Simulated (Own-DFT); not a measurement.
# Computed records: Hf32O63 (monoclinic hafnia with one vacancy, atoms displaced)

Computed with Own-DFT development build. A calculation, not a measurement: plane-wave density functional theory by an unreviewed code, no spin, of a simulated periodic cell, stress positive in tension, run twice, with PBE and with PBEsol, both on files made for PBE, so the change isn't that of files made for PBEsol, defect cell not probed for a lower state with spin; hafnium file: forces about 75 meV/angstrom off all-electron values; oxygen file: force components 24 meV/angstrom off all-electron in one glass; forces on such cells passed a denser k mesh, this cell's mesh not checked; the far tail of each file's local potential was reset to the Coulomb form; each entry is a single point on an unrelaxed cell, so the pressure reflects the starting lattice, mostly measured values (interpolated for alloys), from which strain is counted, and rises with the displacements; printed positions are rounded, which can move forces by about a meV/angstrom; the program, named Own-DFT, is a retired in-house code; no spin-orbit coupling; stress was not checked against mesh or cutoff.

Common to all runs: functional PBE, then PBEsol; potential files PseudoDojo norm-conserving, scalar-relativistic, standard set; wave cutoff 72 hartree; occupations Fermi-Dirac; smearing width 0.1 eV; k mesh 2 x 2 x 2 centred on Gamma.

(1) Hf32O63 (monoclinic hafnia with one vacancy, atoms displaced)

```cif
# cell vector a (Å): 10.2340 0.0000 0.0000
# cell vector b (Å): 0.0000 10.3500 0.0000
# cell vector c (Å): -1.6955 0.0000 10.4453
data_Hf32O63
_symmetry_space_group_name_H-M 'P 1'
_symmetry_Int_Tables_number 1
_cell_length_a 10.2340
_cell_length_b 10.3500
_cell_length_c 10.5820
_cell_angle_alpha 90.000
_cell_angle_beta 99.220
_cell_angle_gamma 90.000
_cell_volume 1106.39
loop_
_atom_site_label
_atom_site_type_symbol
_atom_site_fract_x
_atom_site_fract_y
_atom_site_fract_z
_atom_site_occupancy
Hf1 Hf 0.12397 0.02104 0.11231 1
Hf2 Hf 0.36209 0.26411 0.13516 1
Hf3 Hf 0.36565 0.49499 0.39875 1
Hf4 Hf 0.13216 0.24359 0.35026 1
O1 O 0.03184 0.17823 0.17642 1
O2 O 0.46000 0.42449 0.06282 1
O3 O 0.45719 0.33289 0.32429 1
O4 O 0.03940 0.08958 0.40952 1
O5 O 0.23137 0.38247 0.23579 1
O6 O 0.29126 0.12639 0.01052 1
O7 O 0.28893 0.10965 0.25506 1
O8 O 0.23480 0.37683 0.47352 1
Hf5 Hf 0.13859 0.02229 0.60504 1
Hf6 Hf 0.36483 0.27937 0.63808 1
Hf7 Hf 0.35134 0.48623 0.90167 1
Hf8 Hf 0.13491 0.23389 0.86330 1
O9 O 0.03760 0.16883 0.68587 1
O10 O 0.46271 0.43271 0.58602 1
O11 O 0.46184 0.33471 0.82572 1
O12 O 0.04794 0.08915 0.92703 1
O13 O 0.22670 0.37711 0.73580 1
O14 O 0.27578 0.13569 0.50244 1
O15 O 0.27123 0.13279 0.74432 1
O16 O 0.22244 0.36351 0.98808 1
Hf9 Hf 0.13021 0.52272 0.10977 1
Hf10 Hf 0.36350 0.77751 0.13704 1
Hf11 Hf 0.36615 0.98703 0.39673 1
Hf12 Hf 0.14283 0.72888 0.35565 1
O17 O 0.02403 0.65698 0.16955 1
O18 O 0.46688 0.92048 0.08355 1
O19 O 0.46718 0.83345 0.33273 1
O20 O 0.03827 0.57735 0.41739 1
O21 O 0.22509 0.87150 0.22937 1
O22 O 0.27557 0.61083 0.01377 1
O23 O 0.27774 0.61925 0.26398 1
O24 O 0.22590 0.86788 0.49905 1
Hf13 Hf 0.14093 0.51636 0.60674 1
Hf14 Hf 0.34888 0.77540 0.63859 1
Hf15 Hf 0.35831 0.97171 0.88721 1
Hf16 Hf 0.12914 0.73704 0.85154 1
O25 O 0.02524 0.66542 0.66903 1
O26 O 0.44726 0.91386 0.57786 1
O27 O 0.46219 0.83119 0.82300 1
O28 O 0.04578 0.59140 0.91913 1
O29 O 0.21983 0.87985 0.72631 1
O30 O 0.27777 0.62873 0.50307 1
O31 O 0.27089 0.61113 0.75112 1
O32 O 0.22776 0.87454 0.99307 1
Hf17 Hf 0.64423 0.00584 0.10158 1
Hf18 Hf 0.87014 0.26578 0.13216 1
Hf19 Hf 0.84962 0.49168 0.39923 1
Hf20 Hf 0.62834 0.22187 0.34318 1
O33 O 0.53519 0.17691 0.15686 1
O34 O 0.95443 0.32690 0.32049 1
O35 O 0.52565 0.08870 0.41546 1
O36 O 0.71561 0.37982 0.25562 1
O37 O 0.77501 0.12440 0.01196 1
O38 O 0.76764 0.11990 0.26195 1
O39 O 0.71623 0.35312 0.48057 1
Hf21 Hf 0.63786 0.02344 0.61918 1
Hf22 Hf 0.86296 0.27580 0.66049 1
Hf23 Hf 0.86461 0.46712 0.89595 1
Hf24 Hf 0.64826 0.23275 0.84657 1
O40 O 0.52808 0.16181 0.66635 1
O41 O 0.96097 0.40998 0.57910 1
O42 O 0.94476 0.32149 0.82947 1
O43 O 0.53702 0.08030 0.94036 1
O44 O 0.72598 0.38160 0.74395 1
O45 O 0.76840 0.12139 0.51325 1
O46 O 0.77892 0.11983 0.74605 1
O47 O 0.72895 0.36902 0.99211 1
Hf25 Hf 0.63886 0.52149 0.10738 1
Hf26 Hf 0.85335 0.76539 0.14077 1
Hf27 Hf 0.86688 0.97993 0.39691 1
Hf28 Hf 0.63314 0.74079 0.33889 1
O48 O 0.52951 0.66227 0.18142 1
O49 O 0.97166 0.91694 0.07414 1
O50 O 0.96199 0.83017 0.30997 1
O51 O 0.54714 0.59258 0.42393 1
O52 O 0.70692 0.86610 0.24404 1
O53 O 0.76686 0.62596 0.02698 1
O54 O 0.77303 0.59575 0.26089 1
O55 O 0.72642 0.87573 0.49660 1
Hf29 Hf 0.65732 0.51935 0.61294 1
Hf30 Hf 0.86404 0.76468 0.64617 1
Hf31 Hf 0.85804 0.96394 0.89251 1
Hf32 Hf 0.64083 0.71494 0.83803 1
O56 O 0.53853 0.66291 0.67577 1
O57 O 0.96080 0.91956 0.57920 1
O58 O 0.96796 0.84376 0.81483 1
O59 O 0.52669 0.57365 0.91672 1
O60 O 0.71769 0.87389 0.73196 1
O61 O 0.77910 0.62098 0.51422 1
O62 O 0.77902 0.62641 0.76589 1
O63 O 0.71578 0.86564 0.98452 1
```

| Quantity | Value |
| --- | --- |
| PBE pressure | 7.87 GPa |
| PBE stress xx | -6.83 GPa |
| PBE stress yy | -8.35 GPa |
| PBE stress zz | -8.42 GPa |
| PBE stress yz | 0.55 GPa |
| PBE stress xz | -0.23 GPa |
| PBE stress xy | 0.27 GPa |
| PBEsol pressure | 1.46 GPa |
| PBEsol stress xx | -0.44 GPa |
| PBEsol stress yy | -1.98 GPa |
| PBEsol stress zz | -1.98 GPa |
| PBEsol stress yz | 0.56 GPa |
| PBEsol stress xz | 0.11 GPa |
| PBEsol stress xy | 0.24 GPa |
| rms change of force components from PBE to PBEsol | 0.064 eV/Å |

Force:
| force element | PBE force x (eV/Å) | PBE force y (eV/Å) | PBE force z (eV/Å) | PBEsol force x (eV/Å) | PBEsol force y (eV/Å) | PBEsol force z (eV/Å) |
| --- | --- | --- | --- | --- | --- | --- |
| Hf | 4.742 | 1.615 | -0.052 | 4.641 | 1.598 | -0.107 |
| Hf | 0.894 | 1.642 | 1.734 | 0.878 | 1.619 | 1.705 |
| Hf | 3.185 | -2.489 | -1.082 | 3.067 | -2.467 | -1.033 |
| Hf | 1.731 | 0.107 | 0.504 | 1.669 | 0.067 | 0.467 |
| O | 2.436 | -2.216 | -1.579 | 2.355 | -2.147 | -1.499 |
| O | 0.282 | -1.403 | 2.305 | 0.263 | -1.339 | 2.187 |
| O | 0.287 | 0.206 | 0.202 | 0.283 | 0.167 | 0.14 |
| O | -1.172 | -1.857 | 1.191 | -1.151 | -1.807 | 1.198 |
| O | -1.771 | -0.008 | -0.907 | -1.691 | 0.004 | -0.884 |
| O | -1.589 | -0.936 | -1.338 | -1.584 | -0.889 | -1.286 |
| O | -1.996 | 1.141 | -0.817 | -1.98 | 1.11 | -0.789 |
| O | -1.644 | 0.271 | 2.087 | -1.545 | 0.274 | 2.038 |
| Hf | 0.022 | 2.447 | -1.074 | 0.056 | 2.411 | -1.04 |
| Hf | -0.285 | -0.211 | 0.726 | -0.291 | -0.166 | 0.756 |
| Hf | 1.704 | -2.31 | -2.078 | 1.677 | -2.295 | -1.986 |
| Hf | 2.792 | -1.056 | -1.838 | 2.735 | -1.108 | -1.817 |
| O | -0.994 | -0.28 | -1.255 | -0.968 | -0.242 | -1.159 |
| O | 1.287 | 0.04 | -0.132 | 1.241 | 0.031 | -0.18 |
| O | 1.758 | -1.245 | -0.233 | 1.718 | -1.228 | -0.296 |
| O | -2.507 | -2.155 | 0.794 | -2.412 | -2.092 | 0.829 |
| O | -1.243 | 0.341 | -0.317 | -1.146 | 0.344 | -0.325 |
| O | -0.532 | -0.43 | 0.336 | -0.563 | -0.429 | 0.339 |
| O | 0.204 | -2.024 | 1.883 | 0.125 | -1.975 | 1.81 |
| O | -0.986 | 1.044 | 0.314 | -0.878 | 1.018 | 0.295 |
| Hf | 2.168 | -1.653 | -0.217 | 2.294 | -1.462 | -0.199 |
| Hf | -0.509 | -1.421 | 1.767 | -0.507 | -1.319 | 1.778 |
| Hf | -0.762 | -0.469 | -0.257 | -0.725 | -0.461 | -0.232 |
| Hf | -0.201 | -0.266 | -0.59 | -0.169 | -0.328 | -0.595 |
| O | -0.383 | 0.681 | 0.033 | -0.35 | 0.666 | 0.058 |
| O | -0.288 | -0.83 | -0.533 | -0.283 | -0.817 | -0.567 |
| O | -1.172 | 0.6 | -0.903 | -1.118 | 0.574 | -0.951 |
| O | -0.139 | 0.503 | 0.339 | -0.125 | 0.497 | 0.378 |
| O | -0.932 | -0.081 | 0.938 | -0.852 | -0.089 | 0.888 |
| O | -0.692 | 3.208 | 1.031 | -0.727 | 3.088 | 1.01 |
| O | -1.104 | 1.561 | -1.061 | -1.151 | 1.516 | -1.003 |
| O | -1.99 | 0.21 | -2.73 | -1.875 | 0.185 | -2.622 |
| Hf | -0.289 | -0.457 | -1.285 | -0.258 | -0.4 | -1.256 |
| Hf | 2.173 | -2.338 | 1.061 | 2.088 | -2.189 | 1.033 |
| Hf | 1.242 | 3.084 | 1.099 | 1.223 | 2.963 | 1.126 |
| Hf | 2.631 | -1.145 | -0.306 | 2.537 | -1.174 | -0.348 |
| O | 1.775 | -0.844 | 0.417 | 1.723 | -0.792 | 0.464 |
| O | 2.731 | 1.542 | 0.526 | 2.623 | 1.499 | 0.473 |
| O | -0.077 | -0.051 | 0.284 | -0.114 | -0.032 | 0.216 |
| O | -2.764 | -1.92 | 0.316 | -2.675 | -1.87 | 0.356 |
| O | -0.835 | -0.183 | 2.319 | -0.751 | -0.175 | 2.234 |
| O | -0.946 | 0.915 | 1.215 | -0.978 | 0.886 | 1.168 |
| O | -0.88 | 2.28 | 0.332 | -0.929 | 2.214 | 0.305 |
| O | -0.582 | -0.98 | -1.807 | -0.493 | -0.955 | -1.762 |
| Hf | -1.956 | 3.858 | 0.385 | -1.928 | 3.816 | 0.311 |
| Hf | -3.29 | 2.244 | 2.645 | -3.275 | 2.077 | 2.688 |
| Hf | 1.412 | -5.428 | 0.418 | 1.329 | -5.322 | 0.41 |
| Hf | 0.201 | 2.161 | 0.632 | 0.203 | 2.104 | 0.601 |
| O | 1.112 | -1.174 | 0.526 | 1.049 | -1.137 | 0.576 |
| O | 0.133 | 1.284 | -0.002 | 0.164 | 1.193 | -0.07 |
| O | 0.059 | -1.362 | 1.417 | 0.026 | -1.343 | 1.401 |
| O | 0.557 | 0.052 | -2.753 | 0.587 | 0.074 | -2.661 |
| O | 1.245 | -0.441 | -1.292 | 1.159 | -0.41 | -1.244 |
| O | 1.396 | -1.984 | -0.868 | 1.297 | -1.941 | -0.842 |
| O | 0.457 | 2.483 | 3.02 | 0.509 | 2.453 | 2.927 |
| Hf | 0.324 | -1.184 | -4.833 | 0.385 | -1.094 | -4.736 |
| Hf | 0.818 | -3.009 | -7.18 | 0.804 | -2.912 | -6.974 |
| Hf | 0.16 | 2.863 | 2.002 | 0.072 | 2.731 | 1.796 |
| Hf | -4.896 | -0.768 | 1.88 | -4.77 | -0.75 | 1.81 |
| O | 0.445 | 0.961 | 1.409 | 0.462 | 0.943 | 1.408 |
| O | 0.945 | 1.121 | 0.642 | 0.905 | 1.114 | 0.62 |
| O | 2.243 | 0.409 | 3.077 | 2.154 | 0.428 | 2.951 |
| O | 0.4 | 0.251 | -3.186 | 0.395 | 0.188 | -3.031 |
| O | -0.789 | -0.129 | 0.35 | -0.699 | -0.146 | 0.371 |
| O | 0.565 | -0.139 | -0.006 | 0.475 | -0.166 | 0.004 |
| O | -0.626 | -0.889 | 3.314 | -0.689 | -0.845 | 3.214 |
| O | 0.579 | 0.018 | -0.777 | 0.657 | 0.005 | -0.799 |
| Hf | -2.95 | -2.828 | 0.528 | -2.872 | -2.701 | 0.513 |
| Hf | 1.14 | -0.112 | 1.469 | 1.115 | -0.093 | 1.465 |
| Hf | -1.115 | 1.142 | 0.965 | -1.105 | 1.091 | 0.991 |
| Hf | -2.065 | -3.3 | 5.264 | -2.079 | -3.253 | 5.096 |
| O | 0.178 | -0.188 | -1.918 | 0.202 | -0.143 | -1.823 |
| O | -3.388 | -2.266 | -0.987 | -3.307 | -2.182 | -1.008 |
| O | -0.413 | 0.752 | 1.294 | -0.416 | 0.708 | 1.208 |
| O | -0.815 | -1.214 | 0.898 | -0.804 | -1.204 | 0.906 |
| O | 3.863 | 2.617 | -3.027 | 3.812 | 2.535 | -2.981 |
| O | 1.46 | 0.078 | -2.634 | 1.361 | 0.082 | -2.526 |
| O | -0.01 | 5.202 | -1.875 | -0.074 | 5.068 | -1.849 |
| O | 0.137 | -1.226 | -0.968 | 0.211 | -1.18 | -0.932 |
| Hf | -4.505 | 0.018 | -3.786 | -4.406 | 0.087 | -3.71 |
| Hf | -1.448 | 2.175 | -2.883 | -1.413 | 2.171 | -2.789 |
| Hf | -0.255 | 3.184 | 0.17 | -0.265 | 3.056 | 0.19 |
| Hf | -4.653 | 1.345 | 2.884 | -4.556 | 1.277 | 2.756 |
| O | 0.123 | -0.322 | -1.148 | 0.184 | -0.323 | -1.037 |
| O | 1.031 | 0.052 | -0.342 | 1 | 0.063 | -0.372 |
| O | -0.257 | -0.04 | 1.009 | -0.266 | -0.078 | 0.955 |
| O | 2.385 | 2.211 | -0.171 | 2.324 | 2.134 | -0.12 |
| O | 0.658 | -0.129 | 2.25 | 0.705 | -0.12 | 2.208 |
| O | 0.733 | 1.307 | 0.861 | 0.675 | 1.222 | 0.865 |
| O | 2.18 | -1.686 | -0.144 | 2.047 | -1.649 | -0.179 |
| O | 1.713 | -0.148 | 0.109 | 1.748 | -0.109 | 0.131 |

(2) Hf32O63 (monoclinic hafnia with one vacancy, atoms displaced)

```cif
# cell vector a (Å): 10.2340 0.0000 0.0000
# cell vector b (Å): 0.0000 10.3500 0.0000
# cell vector c (Å): -1.6955 0.0000 10.4453
data_Hf32O63
_symmetry_space_group_name_H-M 'P 1'
_symmetry_Int_Tables_number 1
_cell_length_a 10.2340
_cell_length_b 10.3500
_cell_length_c 10.5820
_cell_angle_alpha 90.000
_cell_angle_beta 99.220
_cell_angle_gamma 90.000
_cell_volume 1106.39
loop_
_atom_site_label
_atom_site_type_symbol
_atom_site_fract_x
_atom_site_fract_y
_atom_site_fract_z
_atom_site_occupancy
Hf1 Hf 0.13491 0.01324 0.09184 1
Hf2 Hf 0.35516 0.26859 0.15356 1
Hf3 Hf 0.35687 0.48932 0.39165 1
Hf4 Hf 0.13302 0.23825 0.34189 1
O1 O 0.03733 0.16927 0.17563 1
O2 O 0.45455 0.40511 0.07872 1
O3 O 0.47120 0.34019 0.31423 1
O4 O 0.04231 0.08852 0.42502 1
O5 O 0.22730 0.37816 0.23696 1
O6 O 0.27751 0.13977 0.01835 1
O7 O 0.26253 0.12360 0.25788 1
O8 O 0.23020 0.37588 0.50389 1
Hf5 Hf 0.12738 0.02580 0.60589 1
Hf6 Hf 0.36871 0.27284 0.64615 1
Hf7 Hf 0.37619 0.48188 0.89626 1
Hf8 Hf 0.13349 0.24016 0.85093 1
O9 O 0.04975 0.16295 0.67994 1
O10 O 0.47242 0.41904 0.57783 1
O11 O 0.47897 0.34821 0.82827 1
O12 O 0.03788 0.08704 0.92415 1
O13 O 0.22461 0.36455 0.73535 1
O14 O 0.27868 0.12314 0.50367 1
O15 O 0.28063 0.12780 0.75743 1
O16 O 0.24002 0.37552 0.98543 1
Hf9 Hf 0.13938 0.52167 0.10010 1
Hf10 Hf 0.36412 0.77856 0.14226 1
Hf11 Hf 0.35396 0.98170 0.39141 1
Hf12 Hf 0.12717 0.73332 0.34611 1
O17 O 0.04793 0.65958 0.18286 1
O18 O 0.45830 0.91877 0.08016 1
O19 O 0.45399 0.81395 0.32111 1
O20 O 0.03713 0.59060 0.41738 1
O21 O 0.21483 0.87358 0.25477 1
O22 O 0.26192 0.63294 0.00993 1
O23 O 0.28315 0.62896 0.25467 1
O24 O 0.21767 0.87887 0.49147 1
Hf13 Hf 0.14402 0.51440 0.62768 1
Hf14 Hf 0.36954 0.76858 0.65236 1
Hf15 Hf 0.35998 0.97571 0.89254 1
Hf16 Hf 0.12761 0.73561 0.83932 1
O25 O 0.04895 0.64557 0.67655 1
O26 O 0.46723 0.91558 0.57542 1
O27 O 0.47365 0.84202 0.83970 1
O28 O 0.22272 0.88442 0.74128 1
O29 O 0.28978 0.62960 0.50478 1
O30 O 0.27399 0.61793 0.76531 1
O31 O 0.23992 0.86377 0.98739 1
Hf17 Hf 0.64316 0.02615 0.09474 1
Hf18 Hf 0.86677 0.27393 0.14236 1
Hf19 Hf 0.86248 0.46784 0.39506 1
Hf20 Hf 0.65079 0.24315 0.35794 1
O32 O 0.53831 0.16830 0.16117 1
O33 O 0.96648 0.42622 0.06704 1
O34 O 0.95652 0.33632 0.32840 1
O35 O 0.54144 0.07750 0.42132 1
O36 O 0.72668 0.37205 0.25095 1
O37 O 0.77737 0.12890 0.00797 1
O38 O 0.78120 0.12010 0.25044 1
O39 O 0.73828 0.36589 0.48899 1
Hf21 Hf 0.64898 0.02438 0.59973 1
Hf22 Hf 0.86427 0.27753 0.64871 1
Hf23 Hf 0.87181 0.48430 0.90035 1
Hf24 Hf 0.63155 0.21898 0.85303 1
O40 O 0.52895 0.18090 0.65691 1
O41 O 0.95888 0.41264 0.58498 1
O42 O 0.96367 0.33011 0.83318 1
O43 O 0.53648 0.07904 0.93327 1
O44 O 0.72525 0.37868 0.72726 1
O45 O 0.78525 0.11443 0.51596 1
O46 O 0.77220 0.13307 0.75037 1
O47 O 0.72485 0.36940 0.99533 1
Hf25 Hf 0.64137 0.52511 0.12390 1
Hf26 Hf 0.85580 0.77489 0.14490 1
Hf27 Hf 0.86349 0.99224 0.38748 1
Hf28 Hf 0.65096 0.72875 0.34222 1
O48 O 0.53408 0.66412 0.17641 1
O49 O 0.97595 0.90999 0.08212 1
O50 O 0.95821 0.83485 0.32135 1
O51 O 0.54196 0.57866 0.41165 1
O52 O 0.71692 0.89382 0.23805 1
O53 O 0.77002 0.62361 0.00850 1
O54 O 0.76734 0.62501 0.25554 1
O55 O 0.72816 0.88152 0.50188 1
Hf29 Hf 0.62999 0.52893 0.58740 1
Hf30 Hf 0.85601 0.77225 0.64189 1
Hf31 Hf 0.85353 0.99215 0.90018 1
Hf32 Hf 0.64060 0.73871 0.84729 1
O56 O 0.53695 0.66406 0.66132 1
O57 O 0.95929 0.92140 0.57694 1
O58 O 0.94770 0.83331 0.82101 1
O59 O 0.53286 0.59597 0.92777 1
O60 O 0.74480 0.87363 0.73729 1
O61 O 0.78721 0.62357 0.51428 1
O62 O 0.77057 0.62299 0.74599 1
O63 O 0.73680 0.85456 0.99782 1
```

| Quantity | Value |
| --- | --- |
| PBE pressure | 8.71 GPa |
| PBE stress xx | -9.98 GPa |
| PBE stress yy | -8.26 GPa |
| PBE stress zz | -7.89 GPa |
| PBE stress yz | -1.08 GPa |
| PBE stress xz | -0.15 GPa |
| PBE stress xy | 1.44 GPa |
| PBEsol pressure | 2.31 GPa |
| PBEsol stress xx | -3.55 GPa |
| PBEsol stress yy | -1.9 GPa |
| PBEsol stress zz | -1.47 GPa |
| PBEsol stress yz | -1.02 GPa |
| PBEsol stress xz | 0.13 GPa |
| PBEsol stress xy | 1.39 GPa |
| rms change of force components from PBE to PBEsol | 0.068 eV/Å |

Force:
| force element | PBE force x (eV/Å) | PBE force y (eV/Å) | PBE force z (eV/Å) | PBEsol force x (eV/Å) | PBEsol force y (eV/Å) | PBEsol force z (eV/Å) |
| --- | --- | --- | --- | --- | --- | --- |
| Hf | 2.305 | 1.302 | 2.208 | 2.232 | 1.336 | 2.128 |
| Hf | 2.202 | -0.441 | -1.731 | 2.149 | -0.367 | -1.71 |
| Hf | 0.256 | -0.131 | 0.257 | 0.243 | -0.124 | 0.278 |
| Hf | 1.811 | -1.176 | 3.585 | 1.785 | -1.238 | 3.444 |
| O | -1.301 | -0.048 | -1.803 | -1.273 | -0.001 | -1.695 |
| O | 3.144 | 2.792 | -0.18 | 3.029 | 2.732 | -0.21 |
| O | 0.634 | -0.036 | 2.295 | 0.626 | -0.06 | 2.186 |
| O | -1.555 | 0.26 | -1.049 | -1.525 | 0.227 | -0.982 |
| O | -1.591 | 0.865 | 0.874 | -1.492 | 0.825 | 0.847 |
| O | -0.784 | -2.143 | -1.824 | -0.822 | -2.083 | -1.758 |
| O | 0.831 | -0.941 | 0.024 | 0.741 | -0.897 | 0.023 |
| O | -0.221 | -0.35 | -2.317 | -0.141 | -0.322 | -2.23 |
| Hf | 3.721 | -2.158 | -1.702 | 3.64 | -2.074 | -1.706 |
| Hf | -2.267 | -0.029 | -1.686 | -2.23 | 0.009 | -1.634 |
| Hf | -1.32 | -0.16 | 1.769 | -1.277 | -0.219 | 1.765 |
| Hf | 3.334 | -0.98 | 1.812 | 3.279 | -0.998 | 1.724 |
| O | -3.678 | 2.877 | 0.329 | -3.565 | 2.831 | 0.376 |
| O | -0.606 | 0.033 | -0.907 | -0.584 | 0.057 | -0.92 |
| O | 0.443 | -1.611 | -0.75 | 0.41 | -1.599 | -0.761 |
| O | -1.593 | -1.017 | -0.335 | -1.558 | -1.008 | -0.263 |
| O | -0.308 | 1.404 | 1.502 | -0.275 | 1.368 | 1.454 |
| O | -0.07 | 1.442 | 0.494 | -0.115 | 1.378 | 0.466 |
| O | 0.612 | -1.099 | 1.259 | 0.528 | -1.063 | 1.218 |
| O | -2.536 | -0.123 | -0.357 | -2.41 | -0.124 | -0.329 |
| Hf | 2.354 | 1.172 | -0.114 | 2.379 | 1.166 | 0.014 |
| Hf | -1.342 | -2.822 | 1.516 | -1.306 | -2.728 | 1.532 |
| Hf | 0.526 | -0.893 | 1.634 | 0.452 | -0.9 | 1.656 |
| Hf | 2.598 | -0.334 | 3.347 | 2.532 | -0.364 | 3.214 |
| O | -2.96 | 0.413 | -2.771 | -2.839 | 0.41 | -2.647 |
| O | 2.379 | 1.637 | -0.449 | 2.299 | 1.585 | -0.511 |
| O | 1.335 | 1.824 | 1.471 | 1.294 | 1.761 | 1.325 |
| O | -1.669 | -2.373 | 1.38 | -1.627 | -2.309 | 1.35 |
| O | 1.286 | 2.269 | -3.25 | 1.316 | 2.196 | -3.154 |
| O | 0.07 | 0.082 | -1.03 | -0.006 | 0.082 | -0.983 |
| O | -0.37 | -1.756 | 0.589 | -0.405 | -1.719 | 0.585 |
| O | 0.441 | -1.009 | 0.402 | 0.503 | -0.949 | 0.365 |
| Hf | 2.938 | -3.168 | -5.24 | 2.918 | -3.097 | -5.111 |
| Hf | -0.953 | 1.198 | -3.169 | -0.903 | 1.214 | -3.111 |
| Hf | -1.165 | 2.332 | 0.585 | -1.136 | 2.202 | 0.607 |
| Hf | 0.32 | -0.739 | 2.776 | 0.431 | -0.653 | 2.581 |
| O | -5.094 | 5.239 | 1.039 | -4.941 | 5.15 | 1.093 |
| O | 0.004 | -0.481 | 0.876 | -0.022 | -0.473 | 0.808 |
| O | 0.591 | -1.129 | -1.695 | 0.563 | -1.12 | -1.692 |
| O | 0.141 | -0.932 | 0.348 | 0.187 | -0.936 | 0.378 |
| O | -0.684 | 0.654 | 1.545 | -0.673 | 0.613 | 1.504 |
| O | 1.319 | 0.499 | -0.022 | 1.216 | 0.479 | -0.028 |
| O | -2.67 | 1.595 | -0.57 | -2.534 | 1.576 | -0.55 |
| Hf | -3.134 | -0.013 | 3.989 | -3.072 | 0.081 | 3.899 |
| Hf | -0.949 | 0.175 | -0.451 | -0.96 | 0.183 | -0.395 |
| Hf | 1.113 | 4.885 | 2.532 | 1.048 | 4.702 | 2.514 |
| Hf | -4.235 | -3.992 | -1.263 | -4.117 | -3.884 | -1.281 |
| O | 0.679 | -0.377 | 0.882 | 0.685 | -0.383 | 0.875 |
| O | -0.239 | -1.487 | 1.778 | -0.233 | -1.413 | 1.653 |
| O | 2.218 | -1.91 | -1.378 | 2.148 | -1.88 | -1.409 |
| O | 0.426 | 0.966 | -0.603 | 0.429 | 0.926 | -0.492 |
| O | 0.555 | 1.914 | -2.033 | 0.589 | 1.862 | -1.944 |
| O | 0.809 | 0.064 | -0.483 | 0.731 | 0.033 | -0.479 |
| O | 0.339 | 1.55 | 0.317 | 0.289 | 1.517 | 0.312 |
| O | -1.158 | -0.108 | 0.174 | -1.051 | -0.109 | 0.14 |
| Hf | -3.033 | -0.733 | -0.733 | -2.918 | -0.692 | -0.786 |
| Hf | -1.189 | -1.662 | 0.292 | -1.211 | -1.562 | 0.304 |
| Hf | -2.523 | 0.88 | -2.295 | -2.625 | 0.681 | -2.185 |
| Hf | -0.056 | 3.786 | -1.168 | -0.047 | 3.666 | -1.168 |
| O | 3.074 | -2.442 | 1.807 | 2.99 | -2.355 | 1.837 |
| O | 2.574 | 1.806 | -0.901 | 2.482 | 1.759 | -0.912 |
| O | -0.571 | 0.668 | -0.112 | -0.563 | 0.656 | -0.166 |
| O | 0.147 | 0.778 | -3.104 | 0.169 | 0.749 | -2.97 |
| O | 0.093 | 0.261 | 0.865 | 0.179 | 0.231 | 0.813 |
| O | 0.929 | 2.881 | -1.034 | 0.846 | 2.78 | -1.009 |
| O | -0.352 | -2.183 | 2.325 | -0.405 | -2.125 | 2.263 |
| O | 0.375 | -0.655 | -0.019 | 0.458 | -0.647 | -0.004 |
| Hf | -1.911 | -2.302 | -4.801 | -1.844 | -2.156 | -4.7 |
| Hf | 2.334 | -1.584 | 0.409 | 2.262 | -1.47 | 0.409 |
| Hf | 0.473 | -1.375 | 1.634 | 0.441 | -1.363 | 1.637 |
| Hf | -4.457 | 2.633 | 3.282 | -4.383 | 2.493 | 3.136 |
| O | 0.362 | 0.052 | -0.831 | 0.402 | 0.053 | -0.744 |
| O | -1.687 | -0.021 | -1.115 | -1.659 | 0.005 | -1.115 |
| O | -1.354 | 0.765 | 0.041 | -1.317 | 0.733 | -0.03 |
| O | 0.546 | 0.445 | -0.647 | 0.529 | 0.432 | -0.565 |
| O | 0.588 | -2.061 | 0.22 | 0.654 | -2.037 | 0.199 |
| O | 0.674 | 0.095 | 0.618 | 0.599 | 0.086 | 0.613 |
| O | 2.805 | -1.253 | 0.3 | 2.642 | -1.214 | 0.268 |
| O | -0.032 | -2.244 | -2.439 | 0.038 | -2.152 | -2.326 |
| Hf | 1.777 | -1.96 | 2.281 | 1.712 | -1.866 | 2.217 |
| Hf | 1.638 | -1.052 | -1.434 | 1.517 | -0.936 | -1.372 |
| Hf | 2.919 | -1.981 | -1.664 | 2.846 | -1.969 | -1.605 |
| Hf | 0.774 | -3.129 | 0.555 | 0.761 | -3.083 | 0.547 |
| O | -1.334 | 2.08 | 1.721 | -1.302 | 2.039 | 1.709 |
| O | 0.748 | -0.471 | 0.068 | 0.721 | -0.425 | 0.029 |
| O | 3.317 | -0.416 | 1.747 | 3.246 | -0.438 | 1.624 |
| O | 0.635 | 0.505 | 0.277 | 0.619 | 0.461 | 0.295 |
| O | -4.675 | 2.883 | 1.366 | -4.493 | 2.779 | 1.33 |
| O | -0.225 | 0.683 | -1.988 | -0.289 | 0.663 | -1.926 |
| O | 0.276 | 0.002 | 1.857 | 0.218 | 0.043 | 1.79 |
| O | -0.943 | 2.846 | -1.809 | -0.856 | 2.774 | -1.762 |
